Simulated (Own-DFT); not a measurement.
# Biaxial strain at fixed height in wurtzite AlGaN with randomly placed atoms, 72 atoms (Al27Ga9N36)

The numbers are computed, not measured, by runs of the plane-wave DFT program Own-DFT (in-house, retired, unreviewed) at fixed positions, with no spin and no spin-orbit coupling.

Common settings: PBE; PseudoDojo norm-conserving scalar-relativistic files (stringent for Ga); cutoff 96 hartree; 4 x 4 x 3 k mesh centred on Gamma; Gaussian smearing of 0.01 eV.

Limits: forces on such cells passed a denser k mesh, each cell not checked; stress not checked against mesh or cutoff.

Unstrained cell vectors in Å: (9.394, 0.000, 0.000); (-4.697, 8.135, 0.000); (0.000, 0.000, 10.066). The unstrained cell has measured lattice constants (interpolated for alloys), not those of this functional. That, the random moves and any unrelaxed bonds set the pressure at no strain. Each run strains x and y alike by e, as a substrate would, and holds the height along z. Random moves of width 0.05 Å per axis were added to every atom. The random placing of the alloy's atoms differs from row to row. Stress is positive in tension.

| e (%) | u (Å) | (s_xx + s_yy)/2 (GPa) | s_zz (GPa) |
|---|---|---|---|
| -3.00 | 0.048 | -24.52 | -13.70 |
| -1.50 | 0.050 | -16.08 | -7.90 |
| -1.25 | 0.046 | -14.61 | -6.52 |
| -0.25 | 0.048 | -7.35 | -6.43 |
| 0.25 | 0.052 | ? | ? |
| 0.50 | 0.052 | -4.34 | -4.63 |
| 1.25 | 0.047 | -0.04 | -3.60 |
| 2.25 | 0.051 | 5.12 | -4.18 |
| 2.50 | 0.048 | 6.91 | -4.96 |
| 3.00 | 0.048 | 9.37 | -3.69 |

## Analysis

With e as a fraction, the in-plane stress is -6.9 + 568 e - 830 e² GPa (errors 9 and 527, scatter 0.52), and s_zz is -5.1 + 145 e - 4205 e² GPa (slope ± 14, scatter 0.81). At e = 0 the first slope is C11 + C12 and the second 2 C13, both with the ions held to the strained lattice and at the cell's own pressure. A free layer would change its height as e changes, and the in-plane slope would drop by 2 C13²/C33 to the biaxial modulus. At fixed height, a misfit of 1 % moves the in-plane stress by about 5.7 GPa and s_zz by 1.5 GPa.

## The run left out

The question: what are the two stresses at e = 0.25 %?

From the fit: -5.5 and -4.8 GPa. Computed: -6.28 and -5.61 GPa.
